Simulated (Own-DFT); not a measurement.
# Computed records: Si$_{12}$O$_{23}$ (quartz with two neutral oxygen vacancies, atoms displaced)

Computed with Own-DFT development build. A calculation, not a measurement: plane-wave PBE and HSE06 DFT by an unreviewed code, no spin, of a simulated cell at Gamma alone, so results move with cell size and shape, stress positive in tension, energies less offsets, not probed for a lower state with spin; oxygen file: force components 24 meV/angstrom off all-electron in a glass; k mesh not checked against a denser one; forces and stress are PBE's, HSE06 gives the energy alone, and its difference from PBE has offsets of its own; offsets are fitted by least squares, one for each functional and potential file, so energies compare only between cells with the same atoms and settings and are not formation energies; the far tail of each file's local potential was reset to the Coulomb form; each entry is a single point on an unrelaxed cell, so the pressure reflects the starting lattice, mostly measured values (interpolated for alloys), from which strain is counted, and rises with the displacements; printed positions are rounded, which can move forces by about a meV/angstrom; the program, named Own-DFT, is a retired in-house code; no spin-orbit coupling.

Common to all runs: first functional PBE; second functional HSE06; exact exchange share 0.25; screening 0.11 1/bohr; exchange divergence Gygi-Baldereschi; potential files PseudoDojo norm-conserving, scalar-relativistic, made for PBE, standard set; wave cutoff 48 hartree; occupations fixed; k mesh 1 x 1 x 1 centred on Gamma.

(1) Si$_{12}$O$_{23}$ (quartz with two neutral oxygen vacancies, atoms displaced)

```xyz
70
Lattice="9.8268 0.0000 0.0000 -4.9134 8.5103 0.0000 0.0000 0.0000 10.8104" Properties=species:S:1:pos:R:3 Si12O23
Si    -2.5902     8.3872    10.5580
Si    -1.1428     1.9826     3.7091
Si     1.2763     2.3269     1.8814
O      1.5788     1.0695     0.6124
O      2.7207     2.4985     2.4418
O      3.2405     0.5495     4.1502
O     -1.0461     3.0918     4.6752
O      0.3854     1.7199     2.9484
O      0.8076     3.6242     1.0731
Si     2.1689     0.0374     5.4815
Si    -0.9999     1.9915     8.9732
Si     1.1137     2.1391     7.1442
O      1.3595     1.1327     6.1326
O      2.7430     2.5946     7.8048
O      3.2808     0.4829     9.5783
O     -1.2276     3.0889    10.0929
O      0.2654     1.6820     8.3646
O      0.7881     3.6752     6.4307
Si    -0.0699     4.2626    10.6794
Si     6.0689     6.3190     3.5641
Si    -1.2861     6.4901     1.7929
O     -1.2238     5.5056     0.5303
O      0.2052     6.6740     2.4087
O     -3.7809     7.1944     4.7141
O     -2.4050     5.9740     3.0278
O     -1.7169     7.9162     1.0430
Si    -0.1467     4.2040     5.4649
Si     6.1862     6.2495     9.1339
Si    -1.0143     6.6137     7.0842
O     -1.1772     5.3389     5.9709
O      0.3814     6.6518     7.7426
O      0.8515     4.7655     9.6490
O     -3.4942     7.2795    10.2288
O     -2.1097     6.0402     8.3732
O     -1.7366     7.9313     6.6470
Si     2.2003     8.4687     0.0624
Si     3.7822     2.0582     3.6419
Si     6.1785     2.3757     1.8720
O      6.3686     1.0314     0.7670
O      7.6933     2.4374     2.2286
O      8.2281     0.5644     4.2038
O      3.7369     3.1092     4.7846
O      5.1817     1.7395     3.0644
O      5.7584     3.7193     1.1737
Si     2.2720     8.3759     5.3657
Si     3.6306     2.0785     8.9718
Si     6.1713     2.2810     7.1405
O      6.4469     1.2272     6.0307
O      7.8083     2.4716     7.8617
O      8.2153     0.6928     9.7511
O      3.7564     3.0829    10.1198
O      5.3008     1.7455     8.3693
O      5.6909     3.6565     6.6078
Si     4.7748     4.2792     0.0613
Si     1.3410     6.3374     3.6195
Si     3.7629     6.4658     1.8203
O      3.8838     5.3865     0.5381
O      5.2221     6.8442     2.4178
O      5.7001     4.8273     4.2973
O      1.3227     7.4149     4.7885
O      3.3175     7.9217     1.0731
Si     4.7867     4.3543     5.2798
Si     1.3004     6.1672     8.9588
Si     3.6399     6.4966     7.1043
O      3.8724     5.4605     5.9766
O      5.1514     6.8656     7.9294
O      5.6013     4.7206     9.7306
O      1.3600     7.3193    10.1555
O      2.7779     6.1568     8.3480
O      3.2763     7.8484     6.4594
```

It finds PBE energy of cell above offsets -3.701 eV; HSE06 less PBE above offsets 0.934 eV; PBE pressure 10.62 GPa; PBE stress xx -9.24 GPa; PBE stress yy -9.7 GPa; PBE stress zz -12.91 GPa; PBE stress yz -3.96 GPa; PBE stress xz 1.62 GPa; PBE stress xy 2.56 GPa.

Force:
| element | x (eV/Å) | y (eV/Å) | z (eV/Å) |
| --- | --- | --- | --- |
| Si | 1.398 | 5.924 | 8.986 |
| Si | -0.066 | -3.719 | -9.304 |
| Si | 2.253 | -2.948 | -6.632 |
| O | -1.948 | 2.454 | 0.651 |
| O | 3.102 | 1.087 | 1.771 |
| O | -2.246 | -0.264 | 2.958 |
| O | 0.297 | 4.473 | 4.34 |
| O | -4.57 | -0.814 | 4.09 |
| O | -0.471 | 0.943 | 0.146 |
| Si | 4.113 | -5.814 | -5.936 |
| Si | -12.13 | -0.559 | 5.578 |
| Si | 3.688 | 9.197 | 5.548 |
| O | -1.678 | -2.912 | -4.444 |
| O | -4.289 | -0.459 | -2.679 |
| O | 3.119 | 3.97 | -5.45 |
| O | 3.499 | 4.169 | 2.407 |
| O | 8.746 | -2.136 | -3.369 |
| O | 5.566 | -5.795 | 7.139 |
| Si | -9.139 | -2.917 | 6.167 |
| Si | -0.369 | -5.9 | -1.402 |
| Si | -1.403 | 1.669 | -0.158 |
| O | 2.279 | -3.383 | -1.436 |
| O | 1.151 | 0.029 | 1.673 |
| O | 1.956 | 9.412 | 9.591 |
| O | 7.477 | -0.393 | -4.181 |
| O | 1.5 | -2.456 | 2.106 |
| Si | -4.718 | 5.574 | -7.835 |
| Si | -0.105 | -4.916 | -6.563 |
| Si | -5.57 | -4.743 | 1.91 |
| O | 0.212 | 1.803 | 1.092 |
| O | 1.582 | 0.488 | -0.013 |
| O | 4.24 | 2.969 | -5.577 |
| O | -4.573 | -2.852 | 0.695 |
| O | -0.227 | 0.681 | -0.396 |
| O | -1.035 | 2.089 | -2.086 |
| Si | 5.251 | -0.442 | -4.091 |
| Si | -4.113 | -2.585 | -1.482 |
| Si | 0.053 | -4.88 | -1.218 |
| O | -4.911 | 5.458 | 3.301 |
| O | 3.741 | 0.24 | 4.664 |
| O | -1.504 | -1.829 | 1.424 |
| O | 0.957 | 2.921 | 2.103 |
| O | 3.422 | 0.814 | -2.101 |
| O | -0.563 | 0.023 | 1.026 |
| Si | 4.349 | 9.104 | 1.934 |
| Si | 4.361 | -4.899 | -0.239 |
| Si | 3.731 | 0.049 | 4.254 |
| O | 0.273 | -3.405 | -2.947 |
| O | -2.867 | 0.465 | -3.33 |
| O | -1.033 | -1.552 | 0.134 |
| O | 1.043 | 2.91 | 3.656 |
| O | -3.286 | 0.077 | 0.98 |
| O | -1.904 | 2.908 | -2.825 |
| Si | -2.391 | -6.501 | -0.112 |
| Si | -0.943 | -4.291 | -3.072 |
| Si | -2.716 | 2.3 | -1.198 |
| O | -3.495 | 4.169 | 3.429 |
| O | -3.099 | 0.485 | -2.979 |
| O | 5.274 | 3.596 | -7.974 |
| O | -4.278 | -2.556 | -1.371 |
| O | 0.977 | -2.933 | 1.976 |
| Si | -5.333 | -6.62 | 9.108 |
| Si | 1.025 | 2.113 | 2.286 |
| Si | 5.623 | 0.532 | 3.53 |
| O | -0.809 | -1.258 | -1.36 |
| O | -0.418 | -1.331 | 0.018 |
| O | 5.168 | 4.886 | -6.372 |
| O | -1.17 | -1.895 | -1.337 |
| O | -1.57 | -1.862 | 1.253 |
| O | -0.484 | 1.836 | -0.453 |

(2) Si$_{12}$O$_{23}$ (quartz with two neutral oxygen vacancies, atoms displaced)

```xyz
70
Lattice="9.8268 0.0000 0.0000 -4.9134 8.5103 0.0000 0.0000 0.0000 10.8104" Properties=species:S:1:pos:R:3 Si12O23
Si    -2.6296     8.5046    10.8033
Si    -1.0218     2.0024     3.6447
Si     1.1985     2.3043     1.8265
O      1.3601     1.1192     0.6663
O      2.5882     2.4234     2.5063
O      3.2369     0.5765     4.2023
O     -0.9649     3.0226     4.7033
O      0.3253     1.9845     3.0505
O      0.7709     3.6769     1.1526
Si    -2.5558     8.5097     5.4132
Si     8.7038     1.9017     8.9300
Si     1.2586     2.1625     7.2214
O      1.3147     1.1217     6.0836
O      2.7322     2.4684     7.7028
O      3.1484     0.5657     9.6764
O     -1.0678     3.0266    10.0273
O      0.2495     1.7217     8.3820
O      0.8348     3.5957     6.4896
Si    -0.0601     4.1825    10.6774
Si     6.1503     6.3003     3.5755
Si    -1.2040     6.4596     1.7381
O     -0.9845     5.5693     0.5701
O      0.2622     6.8080     2.4143
O      0.6935     4.8794     4.2916
O     -3.5484     7.2435     4.7606
O     -2.1481     5.9781     2.9568
O     -1.5441     7.9551     1.0608
Si    -0.1850     4.2472     5.3004
Si    -3.5294     6.2706     8.9457
Si    -1.0312     6.5820     7.2527
O     -1.2422     5.4255     6.1248
O      0.3164     6.8648     7.8976
O      0.7229     4.9814     9.5658
O     -3.4566     7.3191    10.1510
O     -2.2638     5.9539     8.2187
O     -1.7719     7.9184     6.5940
Si     7.1711     0.0138     0.1152
Si     3.6964     1.8094     3.6675
Si     6.0036     2.3047     1.7526
O      6.3550     1.2368     0.7011
O      7.7015     2.5992     2.4666
O      8.1251     0.5404     4.2758
O      3.8784     3.0295     4.7936
O      5.2403     1.8070     3.0404
O      5.6035     3.6558     1.0874
Si     2.4070     8.4917     5.4232
Si     3.7680     2.1180     8.9535
Si     6.1991     2.2849     7.0671
O      6.4135     1.0489     6.0139
O      7.6763     2.5826     7.8410
O      8.3753     0.5990     9.6868
O      5.1142     1.8065     8.2843
O      5.5463     3.6733     6.4976
Si     4.8669     4.1825    10.7829
Si     1.2626     6.2626     3.5769
Si     3.8460     6.4821     1.9330
O      3.8460     5.4215     0.7002
O      5.1446     6.6996     2.4285
O      5.7735     4.8166     4.3188
O      1.3759     7.3249     4.7570
O      2.8176     5.9368     2.9547
O      3.3026     7.7014     1.2251
Si     4.7189     4.2590     5.4674
Si     1.1248     6.2335     8.9971
Si     3.7576     6.5297     7.2551
O      3.7762     5.3733     5.9457
O      5.0892     6.8023     7.8086
O      1.3062     7.4323    10.0805
O      2.6170     5.9949     8.1591
O      3.1736     7.8884     6.6072
```

Results for Si$_{12}$O$_{23}$ (quartz with two neutral oxygen vacancies, atoms displaced): PBE energy of cell above offsets -5.879 eV; HSE06 less PBE above offsets 0.376 eV; PBE pressure 12.74 GPa; PBE stress xx -13.84 GPa; PBE stress yy -9.71 GPa; PBE stress zz -14.68 GPa; PBE stress yz 2.34 GPa; PBE stress xz 0.59 GPa; PBE stress xy 0.25 GPa.

Force:
| element | x (eV/Å) | y (eV/Å) | z (eV/Å) |
| --- | --- | --- | --- |
| Si | -0.138 | -0.198 | 2.172 |
| Si | -10.42 | -4.441 | -3.375 |
| Si | 2.095 | -1.867 | -3.255 |
| O | -1.517 | 1.201 | 1.084 |
| O | 4.588 | -0.262 | 1.989 |
| O | -3.141 | -9.279 | 3.943 |
| O | -1.423 | 3.916 | 5.443 |
| O | 3.589 | -2.362 | -0.936 |
| O | -0.276 | 0.946 | -1.26 |
| Si | -4.745 | -0.975 | -0.779 |
| Si | -4.982 | 1.651 | 0.023 |
| Si | -0.779 | 3.863 | -0.409 |
| O | 0.896 | -3.622 | -3.517 |
| O | 1.634 | 0.084 | 1.888 |
| O | 3.225 | 4.222 | -4.435 |
| O | 1.6 | 4.242 | 3.247 |
| O | 5.626 | -0.819 | -2.555 |
| O | -1.373 | 0.111 | -0.066 |
| Si | -4.445 | 0.569 | 2.277 |
| Si | 2.192 | -5.993 | 0.089 |
| Si | 0.405 | 4.985 | 3.575 |
| O | 1.585 | -6.759 | -5.837 |
| O | 0.61 | -0.512 | 0.676 |
| O | 3.561 | 3.32 | -5.022 |
| O | 1.484 | 5.362 | 3.419 |
| O | -1.413 | 0.467 | -0.229 |
| O | -0.536 | -1.087 | 1.642 |
| Si | -2.332 | -0.47 | 7.831 |
| Si | -6.877 | -0.979 | 2.598 |
| Si | -6.222 | -1.448 | -3.196 |
| O | 2.841 | -1.935 | -1.86 |
| O | -1.38 | 2.466 | -2.636 |
| O | -2.015 | -8.257 | 2.784 |
| O | -1.223 | -0.34 | 0.222 |
| O | 5.441 | -0.053 | -1.811 |
| O | 2.732 | -1.087 | 2.326 |
| Si | 3.883 | -2.953 | -2.236 |
| Si | 3.544 | 13.25 | -4.853 |
| Si | 5.93 | 0.483 | 5.211 |
| O | -0.36 | -2.144 | -2.333 |
| O | -1.335 | -1.221 | -0.165 |
| O | 4.346 | 3.346 | -4.525 |
| O | -1.035 | -1.466 | -0.868 |
| O | -2.074 | -0.912 | 0.063 |
| O | 4.7 | -2.821 | 7.137 |
| Si | -2.401 | -4.293 | -1.297 |
| Si | -3.537 | -0.403 | 3.288 |
| Si | 0.69 | -0.305 | 2.129 |
| O | -3.704 | 4.753 | 2.392 |
| O | -1.871 | -0.811 | -1.272 |
| O | -3.721 | -3.768 | 3.384 |
| O | 4.305 | -0.741 | -2.625 |
| O | 6.451 | -5 | 7.552 |
| Si | -7.074 | 7.099 | -9.698 |
| Si | 1.646 | -0.695 | -0.778 |
| Si | -9.343 | -4.902 | -5.602 |
| O | 1.389 | -3.142 | -2.054 |
| O | 11.27 | 2.493 | 4.185 |
| O | -0.249 | 1.523 | -1.444 |
| O | 0.512 | 1.222 | 1.035 |
| O | -4.063 | -0.771 | 3.304 |
| O | -4.122 | 7.043 | -3.916 |
| Si | -3.221 | 1.798 | -8.862 |
| Si | 9.924 | 7.123 | -1.088 |
| Si | -5.405 | -2.253 | -5.273 |
| O | -1.622 | 3.57 | 2.522 |
| O | 7.774 | 0.588 | 3.966 |
| O | 0.951 | 1.301 | 1.631 |
| O | -3.009 | -1.032 | 3.31 |
| O | 1.969 | -0.611 | 1.736 |

(3) Si$_{12}$O$_{23}$ (quartz with two neutral oxygen vacancies, atoms displaced)

```xyz
70
Lattice="9.8268 0.0000 0.0000 -4.9134 8.5103 0.0000 0.0000 0.0000 10.8104" Properties=species:S:1:pos:R:3 Si12O23
Si    -2.4591     8.4242     0.0055
Si    -0.9743     2.1493     3.6915
Si     1.3790     2.3065     1.7363
O      1.4229     1.1743     0.5465
O      2.9033     2.5936     2.4731
O      3.3260     0.5759     4.2939
O     -0.8727     3.2114     4.7352
O      0.2911     1.6170     3.0196
O      0.6780     3.6853     1.2700
Si     2.3429     0.0326     5.2993
Si     8.6242     1.9559     8.9541
Si     1.3510     2.2394     7.2981
O      1.4406     1.0728     6.0933
O      2.6361     2.5789     7.9120
O      3.3122     0.6713     9.7029
O     -1.0947     3.1580    10.2334
O      0.2834     1.6889     8.4823
O      0.8643     3.7096     6.4833
Si    -0.2270     4.2628    10.7879
Si    -3.4575     6.1817     3.6852
Si    -1.1470     6.6683     1.7873
O     -1.0875     5.4123     0.5584
O      0.3873     6.9454     2.4171
O      0.8114     4.9048     4.2485
O     -3.7420     7.4190     4.8888
O     -2.0784     5.9775     2.8697
O     -1.7212     7.9537     1.2703
Si    -0.1796     4.3041     5.3934
Si    -3.6034     6.4606     8.9006
Si    -1.1912     6.4257     7.1529
O     -1.1521     5.2843     6.0096
O      0.2309     6.7263     7.9747
O     -3.6572     7.3827    10.2659
O     -2.2322     6.0589     8.1777
O     -1.6720     7.9233     6.6171
Si     7.1550     0.0967     0.0808
Si     3.7331     1.9767     3.4430
Si     6.2730     2.2436     1.7894
O      6.1838     1.1760     0.6278
O      7.5940     2.6006     2.5243
O      8.0460     0.5859     4.3625
O      3.8957     3.1118     4.6446
O      5.0958     1.8140     2.9153
O      5.6524     3.4840     1.2229
Si     2.3365     8.3380     5.4381
Si     3.6001     1.9760     8.9760
Si     6.1682     2.3090     7.2733
O      6.2623     1.1481     6.2170
O      7.7274     2.3626     7.9178
O      8.2946     0.7496     9.6457
O      3.8889     3.2176    10.1622
O      5.2776     1.8823     8.4120
O      5.6116     3.5799     6.5635
Si     4.7107     4.2632    10.7699
Si     1.3290     6.1905     3.4840
Si     3.7863     6.5293     1.7802
O      3.8394     5.3653     0.7275
O      5.2118     6.5691     2.4704
O      5.7487     4.8508     4.2822
O      1.4725     7.2721     4.8102
O      2.7945     5.9359     2.9183
O      3.2082     7.8860     1.1917
Si     4.7310     4.2886     5.3544
Si     1.2891     6.4141     9.0255
Si     3.8658     6.4516     7.1521
O      3.7854     5.2887     6.0986
O      5.0095     6.7296     7.9147
O      5.6148     4.8068     9.6548
O      2.8794     5.9394     8.2888
O      3.1317     7.9887     6.6056
```

Results for Si$_{12}$O$_{23}$ (quartz with two neutral oxygen vacancies, atoms displaced): PBE energy of cell above offsets -3.331 eV; HSE06 less PBE above offsets 0.691 eV; PBE pressure 12.66 GPa; PBE stress xx -14.59 GPa; PBE stress yy -10.31 GPa; PBE stress zz -13.08 GPa; PBE stress yz 1.63 GPa; PBE stress xz -3.46 GPa; PBE stress xy -0.27 GPa.

Force:
| element | x (eV/Å) | y (eV/Å) | z (eV/Å) |
| --- | --- | --- | --- |
| Si | -5.848 | 3.192 | -1.339 |
| Si | -7.683 | -6.648 | -2.901 |
| Si | -0.66 | -0.837 | 1.39 |
| O | 1.207 | -0.118 | 0.802 |
| O | -10.64 | 3.519 | -9.262 |
| O | 1.902 | 1.873 | -4.183 |
| O | -4.492 | -3.259 | -0.714 |
| O | 4.783 | 0.375 | -3.298 |
| O | 0.639 | -0.36 | 0.16 |
| Si | -2.32 | -2.752 | 5.036 |
| Si | 6.653 | 6.064 | 4.134 |
| Si | -9.238 | -0.682 | -5.378 |
| O | -0.943 | 2.56 | 1.605 |
| O | 5.696 | 1.561 | 2.205 |
| O | -0.468 | -3.845 | 0.851 |
| O | -2.359 | -3.577 | -2.92 |
| O | 3.876 | 0.94 | -2.736 |
| O | 0.395 | -2.209 | 1.993 |
| Si | 4.985 | 1.981 | -0.532 |
| Si | -4.074 | 2.354 | -1.215 |
| Si | 4.835 | -7.042 | 0.323 |
| O | -2.109 | 5.127 | 3.126 |
| O | -2.206 | -0.344 | -1.249 |
| O | -0.775 | -0.477 | -0.479 |
| O | 2.425 | -1.501 | -2.171 |
| O | -0.616 | -0.06 | 1.993 |
| O | -0.027 | 3.119 | -0.178 |
| Si | 8.389 | 2.569 | 2.16 |
| Si | -2.148 | -4.982 | 3.392 |
| Si | 3.804 | 4.067 | -2.737 |
| O | -2.747 | 3.462 | 1.86 |
| O | -3.671 | 0.56 | -4.003 |
| O | 2.43 | 0.52 | -1.149 |
| O | -3.799 | -1.347 | 4.096 |
| O | 0.132 | -1.147 | -1.237 |
| Si | 2.759 | -3.463 | -4.934 |
| Si | 3.401 | -2.633 | 11.72 |
| Si | -2.063 | -1.175 | 3.521 |
| O | -0.51 | -0.493 | -0.298 |
| O | 4.401 | -0.531 | 2.555 |
| O | 3.696 | 4.709 | -4.046 |
| O | -0.83 | 0.05 | 0.477 |
| O | 7.243 | -2.295 | -2.856 |
| O | -2.714 | 5.969 | -3.812 |
| Si | -4.705 | 7.556 | -1.419 |
| Si | 7.735 | 5.474 | 1.182 |
| Si | 3.766 | -1.348 | -2.769 |
| O | 0.716 | -2.768 | -2.485 |
| O | -6.665 | 4.296 | -7.441 |
| O | -4.593 | -9.891 | 7.686 |
| O | -6.173 | -7.788 | -4.367 |
| O | -6.419 | -1.494 | 4.981 |
| O | -0.302 | 2.957 | -1.015 |
| Si | 4.188 | 2.551 | 5.779 |
| Si | 1.134 | 2.117 | 2.685 |
| Si | 0.209 | -0.917 | 1.288 |
| O | -0.5 | -0.511 | -1.504 |
| O | 2.864 | 0.848 | 1.475 |
| O | 1.487 | 0.153 | -0.257 |
| O | -3.134 | -4.102 | -2.978 |
| O | -0.545 | -0.055 | 0.277 |
| O | -0.368 | 1.519 | -0.416 |
| Si | 0.556 | -4.162 | 0.449 |
| Si | 5.329 | -2.264 | 4.239 |
| Si | -12.65 | 1.391 | -5.297 |
| O | -0.437 | 0.86 | -1.302 |
| O | 12.02 | 3.507 | 5.367 |
| O | 3.872 | 4.78 | -3.724 |
| O | -4.666 | 0.148 | 2.463 |
| O | 6.575 | -5.649 | 7.333 |
